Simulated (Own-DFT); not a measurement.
# How strain changes the stress of wurtzite GaN, 72 atoms (Ga36N36)

Everything here is calculated. The program is Own-DFT (plane waves, in-house, since retired, never reviewed by a person); positions were held fixed, and spin and spin-orbit coupling were off.

Common settings: PBE; PseudoDojo norm-conserving scalar-relativistic files; cutoff 42 hartree; 4 x 4 x 3 k mesh centred on Gamma; Fermi-Dirac smearing of 0.1 eV.

Keep in mind: forces not confirmed at this smearing and k mesh; stress not checked against mesh or cutoff.

Unstrained cell vectors in Å: (9.567, 0.000, 0.000); (-4.783, 8.285, 0.000); (0.000, 0.000, 10.370). The unstrained cell has measured lattice constants (interpolated for alloys), not those of this functional. That, the random moves and any unrelaxed bonds set the pressure at no strain. In each run the cell takes a homogeneous strain; fractional positions stay. Each atom got a random Gaussian move of width 0.05 Å along each axis. Stress is counted positive in tension, P = -(s_xx + s_yy + s_zz)/3, and strain components are those of the symmetric tensor.

```
run  e_xx (%)  e_yy (%)  e_zz (%)  e_yz (%)  e_xz (%)  e_xy (%)  s_xx (GPa)  s_yy (GPa)  s_zz (GPa)  s_yz (GPa)  s_xz (GPa)  s_xy (GPa)  P (GPa)  E (meV/atom)
  1      1.21     -0.40      1.58     -1.73     -1.70     -1.06       -1.81       -6.22       -1.68       -3.43       -3.11       -3.39     3.24          20.8
  2      1.83     -1.49     -0.19     -1.45     -1.12     -0.09       -2.17      -14.00       -8.30       -3.40       -3.13       -0.78     8.16          35.1
  3      0.00      0.48      0.30      0.46      1.54     -0.68       -7.85       -3.93       -7.62        1.06        3.50       -3.04     6.47          25.3
  4      1.90      0.65      1.44      1.61     -0.31     -0.38        2.60       -2.22       -1.10        3.48        0.07       -1.82     0.24           6.9
  5      1.61      1.40      0.36      0.71      0.91     -0.81        1.67       -1.63       -3.30        1.76        0.63       -2.29     1.09           0.0
  6      0.13     -1.89      0.24      0.43      1.23      1.50       -9.74      -15.33       -8.77        1.09        1.22        5.40    11.28          41.7
  7      1.84     -1.14     -0.85      0.93     -1.28     -0.45       -3.32      -10.89      -13.21        1.60       -3.85       -0.96     9.14          53.8
  8     -0.69      0.98      0.18     -1.64     -1.33     -1.16       -7.38       -4.74       -7.88       -3.81       -2.44       -3.40     6.67          16.7
  9     -1.53      1.41      1.49      1.86     -0.02      1.12      -11.42       -2.05       -2.06        4.25        0.21        4.31     5.18          25.1
 10     -0.31     -1.55      0.76     -1.10     -1.70     -1.10       -8.83      -13.53       -7.64       -2.77       -2.77       -4.04    10.00          26.9
 11     -0.61     -1.95      0.00      0.50      1.24     -0.44      -10.86      -17.09      -10.74        0.59        2.39       -2.05    12.89          30.1
 12     -0.09      1.45      1.44     -0.87      1.99      1.14       -5.72       -1.46       -0.53       -0.99        4.04        3.52     2.57          14.5
 13      1.27     -0.28     -1.13     -0.15     -0.54     -1.54       -2.80       -9.59      -11.71       -1.07       -1.61       -4.10     8.03          21.9
 14     -0.19     -1.58     -0.21      1.62     -0.84     -1.05       -9.38      -17.49      -10.13        3.84       -1.17       -5.56    12.34          43.4
 15     -1.84      1.77     -1.60      0.38     -1.94      0.40      -14.67       -4.51      -16.85        0.58       -4.02        1.89    12.01          61.5
 16     -1.74      0.94      1.45     -1.98      0.06      0.95      -11.16       -5.96       -2.17       -4.90        0.34        2.23     6.43          20.7
 17      1.32     -0.30      1.37      1.98      1.12     -0.65           ?           ?           ?           ?           ?           ?        ?             ?
```

The last column gives the free energy per atom over the lowest of the runs shown.

## Working it out

Least squares on the runs shown: each stress against a constant and the strains, taken as fractions with shears doubled. Shear strains stay in the fit of a normal stress only where such slopes are resolved. The slopes, in GPa:

| stress | at no strain | per e_xx | per e_yy | per e_zz | scatter |
|---|---|---|---|---|---|
| s_xx | -7.3 | 390 ± 21 | 103 ± 21 | 91 ± 27 | 1.02 |
| s_yy | -8.4 | 105 ± 25 | 414 ± 24 | 107 ± 32 | 1.19 |
| s_zz | -8.7 | 86 ± 20 | 82 ± 20 | 446 ± 26 | 0.96 |

The slope of each shear stress on twice its own strain, from a fit on all six strains: yz 112 ± 5, xz 96 ± 6, xy 179 ± 14 GPa. These are stiffnesses along x, y and z of the frame in which the cell vectors are given, with the crystal's c axis along z: C11, C12, C13 and C33. Hexagonal symmetry asks that xx and yy behave alike, which is a second check on the noise. No internal relaxation is included, and where it is allowed it would reduce some of the slopes. The table should be nearly symmetric about its diagonal, and what it lacks of that shows the noise. A ninth of the table's sum, 203 ± 5 GPa, estimates the bulk modulus near the mean pressure of these runs, 7.2 GPa, so it lies above the value at zero pressure.

## Prediction

Q: what normal stresses and pressure should run 17 give?

The fit gives s_xx = -1.3, s_yy = -6.8, s_zz = -1.7 and P = 3.3 GPa. The hidden result is -1.77, -5.17, -3.77 and P = 3.57 GPa.
